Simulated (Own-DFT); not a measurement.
# Strain and stress in beta-Si3N4, 112 atoms (N64Si48)

Calculated results; nothing here was measured. They come from Own-DFT, an in-house plane-wave density functional program, since retired, whose code no person has reviewed. Each row is one single-point run on a periodic cell that was not relaxed, without spin or spin-orbit coupling.

Settings of every run: PBE; PseudoDojo norm-conserving scalar-relativistic files; cutoff 42 hartree; 2 x 2 x 4 k mesh centred on Gamma; Fermi-Dirac smearing of 0.1 eV.

Known limits: forces on such cells moved up to 12 meV/angstrom on a denser k mesh; stress not checked against mesh or cutoff.

Unstrained cell vectors in Å: (15.212, 0.000, 0.000); (-7.606, 13.174, 0.000); (0.000, 0.000, 5.818). The unstrained cell has measured lattice constants (interpolated for alloys), not those of this functional. That, the random moves and any unrelaxed bonds set the pressure at no strain. Each run strains this cell uniformly, with the atoms carried along. Every atom was also moved at random, by a Gaussian of width 0.05 Å on each axis. Strain is the symmetric tensor, in per cent. Stress is positive in tension, and the pressure is minus a third of its trace.

```
run,e_xx (%),e_yy (%),e_zz (%),e_yz (%),e_xz (%),e_xy (%),s_xx (GPa),s_yy (GPa),s_zz (GPa),s_yz (GPa),s_xz (GPa),s_xy (GPa),P (GPa),E (meV/atom)
1,-0.78,0.99,-0.02,0.65,-1.11,1.17,-9.19,-3.68,-9.59,2.95,-3.65,5.87,7.49,2.4
2,0.45,0.00,-1.69,-1.04,0.57,-0.42,-7.75,-9.09,-19.47,-1.68,0.78,-1.22,12.11,41.4
3,0.62,-1.00,-1.25,0.09,1.89,0.75,-6.55,-11.40,-19.72,0.17,8.14,2.40,12.56,22.4
4,1.10,-0.49,1.23,-0.23,-0.79,1.52,-0.47,-6.62,-3.02,-1.25,-2.84,5.33,3.37,3.0
5,-1.83,-0.25,1.14,-1.85,-0.88,0.06,-13.86,-12.36,-5.80,-6.49,-2.89,2.19,10.67,26.6
6,0.84,-0.27,1.67,0.78,-1.44,1.30,-2.66,-3.54,-0.50,2.51,-4.63,6.57,2.23,2.2
7,-1.74,1.49,-0.75,1.49,1.81,-0.13,-18.02,-2.14,-15.02,3.70,6.94,-0.99,11.73,42.5
8,-0.79,1.27,1.65,-1.73,1.63,0.33,-6.45,0.76,-0.89,-6.56,4.66,1.88,2.20,0.0
9,0.72,-0.86,-0.22,1.72,-1.37,1.58,-5.45,-10.84,-12.83,5.50,-6.13,6.24,9.71,29.3
10,1.52,1.83,1.13,1.05,-1.06,0.71,5.68,2.30,-3.67,2.08,-2.52,3.30,-1.44,39.9
11,1.78,-0.75,-0.79,0.42,-0.99,1.52,1.93,-11.71,-15.70,2.70,-5.02,4.91,8.49,42.5
12,0.31,1.08,-0.20,-1.25,1.39,1.89,-4.93,-2.11,-11.25,-3.29,5.36,6.62,6.09,38.3
13,0.43,1.17,-1.94,-1.48,0.64,1.43,-5.82,-1.12,-21.38,-4.65,2.87,5.09,9.44,17.8
14,0.75,0.98,1.60,1.74,-1.00,1.52,-1.19,0.64,0.59,5.04,-3.29,4.37,-0.01,11.2
15,1.20,-0.60,1.26,1.25,-1.77,-1.09,-1.00,-8.90,-0.28,4.06,-5.68,-4.48,3.39,3.6
16,0.35,1.60,-0.75,-0.95,0.79,0.36,-2.47,2.66,-15.73,-2.00,3.16,0.95,5.18,10.5
17,1.30,-0.01,-1.21,0.22,0.17,-1.47,?,?,?,?,?,?,?,?
```

E is the free energy for each atom above the lowest run shown.

## Worked fit

Each stress component was fitted by least squares to a constant and the strains of the runs shown, as fractions, with shears doubled. Shear strains stay in the fit of a normal stress only where such slopes are resolved. The slopes, in GPa:

| stress | at no strain | per e_xx | per e_yy | per e_zz | scatter |
|---|---|---|---|---|---|
| s_xx | -7.2 | 532 ± 38 | 137 ± 40 | 125 ± 30 | 1.48 |
| s_yy | -7.3 | 125 ± 45 | 523 ± 48 | 79 ± 36 | 1.74 |
| s_zz | -10.7 | 43 ± 31 | 39 ± 33 | 611 ± 25 | 1.20 |

Each shear stress against twice its own strain: yz 148 ± 9, xz 184 ± 15, xy 187 ± 13 GPa. These are stiffnesses along x, y and z of the frame in which the cell vectors are given, which need not be the crystal's axes. The atoms are held to the strained lattice; where symmetry lets them move under strain, relaxing them would lower some slopes. The table should be nearly symmetric about its diagonal, and what it lacks of that shows the noise. A ninth of its sum, 246 ± 9 GPa, estimates the bulk modulus near the mean pressure of these runs, 6.4 GPa, so it lies above the value at zero pressure.

## Withheld run

Question: what normal stresses and pressure should run 17 give?

The fit gives s_xx = -1.8, s_yy = -6.7, s_zz = -17.6 and P = 8.7 GPa. The calculation gave -2.50, -6.64, -20.32 and P = 9.82 GPa.
